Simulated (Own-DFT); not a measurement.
# Energy and forces against displacement in grey tin, 64 atoms (Sn64)

These are calculations, not measurements. The program, named Own-DFT, is a retired in-house plane-wave density functional code that no person has reviewed. Each row is one single-point run on a periodic cell that was not relaxed, without spin or spin-orbit coupling.

Settings of every run: PBE; PseudoDojo norm-conserving scalar-relativistic files; cutoff 42 hartree; 3 x 3 x 3 k mesh centred on Gamma; cold (Marzari-Vanderbilt) smearing of 0.2 eV.

Known limits: forces on such cells moved up to 12 meV/angstrom on a denser k mesh; stress not checked against mesh or cutoff.

Cell vectors in Å: (12.978, 0.000, 0.000); (0.000, 12.978, 0.000); (0.000, 0.000, 12.978). In each run every atom was moved at random and independently from its ideal site; u is the rms move along one axis. E is the free energy for each atom above the fitted value at u = 0, and F the rms of the force components.

```
run,u (Å),E (meV/atom),F (eV/Å),largest force (eV/Å),P (GPa)
1,0.0183,4.6,0.209,0.65,3.38
2,0.0207,4.8,0.210,0.66,3.38
3,0.0209,?,?,?,?
4,0.0476,27.7,0.504,1.76,3.59
5,0.0536,31.4,0.529,1.60,3.61
6,0.0901,89.6,0.950,3.23,4.10
7,0.0999,130.7,1.130,5.17,4.48
8,0.1036,137.6,1.192,4.66,4.63
9,0.1488,273.7,1.741,6.60,5.90
```

## Worked fit

For small independent moves the energy grows as E = (3/2) K u², with K the mean stiffness felt by one atom. The runs with u up to 0.11 Å give K = 8.1 ± 0.3 eV/Å², with residuals divided by u² + 0.0006 Å², since the noise grows with the moves. The scatter is 2.7 meV/atom at u = 0.05 Å. The forces follow F = G u with G = 10.8 eV/Å²; no force at u = 0 is resolved. G exceeds K because the moves of its neighbours add to the force on an atom, and stiffness differs between atoms. At u = 0.149 Å the parabola gives 267 meV/atom and the run 274. The pressure follows P = 3.31 + 115 u² GPa: at fixed volume, shortened bonds push harder than stretched ones pull.

## Withheld run

Question: what energy and rms force should run 3 give?

The fit gives 5 ± 1 meV/atom and about 0.23 eV/Å. The calculation gave 6.0 meV/atom and 0.238 eV/Å.
